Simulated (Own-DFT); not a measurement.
# A change of arrangement and its cost: As32Ga32, 64 atoms

Calculated results; nothing here was measured. They come from Own-DFT, an in-house plane-wave density functional program, since retired, whose code no person has reviewed. Each row is one single-point run on a periodic cell that was not relaxed, without spin or spin-orbit coupling.

Settings of every run: PBE; PseudoDojo norm-conserving scalar-relativistic files; cutoff 42 hartree; 3 x 3 x 3 k mesh centred on Gamma; Fermi-Dirac smearing of 0.1 eV.

Known limits, some of them of some rows only: not probed for a lower state with spin; forces on such cells failed a check on a denser k mesh; forces not confirmed at this smearing and k mesh; stress not checked against mesh or cutoff.

All cells hold the same atoms in the same cell, with vectors in Å (11.307, 0.000, 0.000); (0.000, 11.307, 0.000); (0.000, 0.000, 11.307). Every atom was moved at random from its ideal site; u is the rms move along one axis. The defect's site can differ from row to row. E is the free energy of the cell above the lowest run. The arrangements:

- A: zincblende GaAs
- B: zincblende GaAs, with one As on a Ga site and one Ga on an As site, 2.4 Å apart

```
arrangement,u (Å),E (eV),P (GPa)
A,0.0179,0.000,3.49
A,0.0200,0.063,3.51
A,0.0208,0.164,3.54
A,0.0441,1.554,3.83
A,0.0503,2.363,4.03
A,0.0535,2.347,3.97
B,0.0282,2.911,3.89
B,0.0315,3.152,3.94
B,0.0316,3.283,3.93
B,0.0469,4.322,4.16
B,0.0501,4.918,4.33
B,0.0544,5.161,4.39
```

Question: once the cost of the random moves is taken out, how do the arrangements rank?

## Worked answer

Fit E = a + b u², with one b for all and one a for each arrangement, and with residuals divided by u², since the noise grows with the moves. Then b = 1011 eV/Å², the scatter at u = 0.04 Å is 0.12 eV, and against A:

- B: 2.49 ± 0.05 eV (higher)

These are energies of unrelaxed cells. Relaxing the atoms lowers the strained arrangements most, so the gaps would shrink and small ones could change sign.
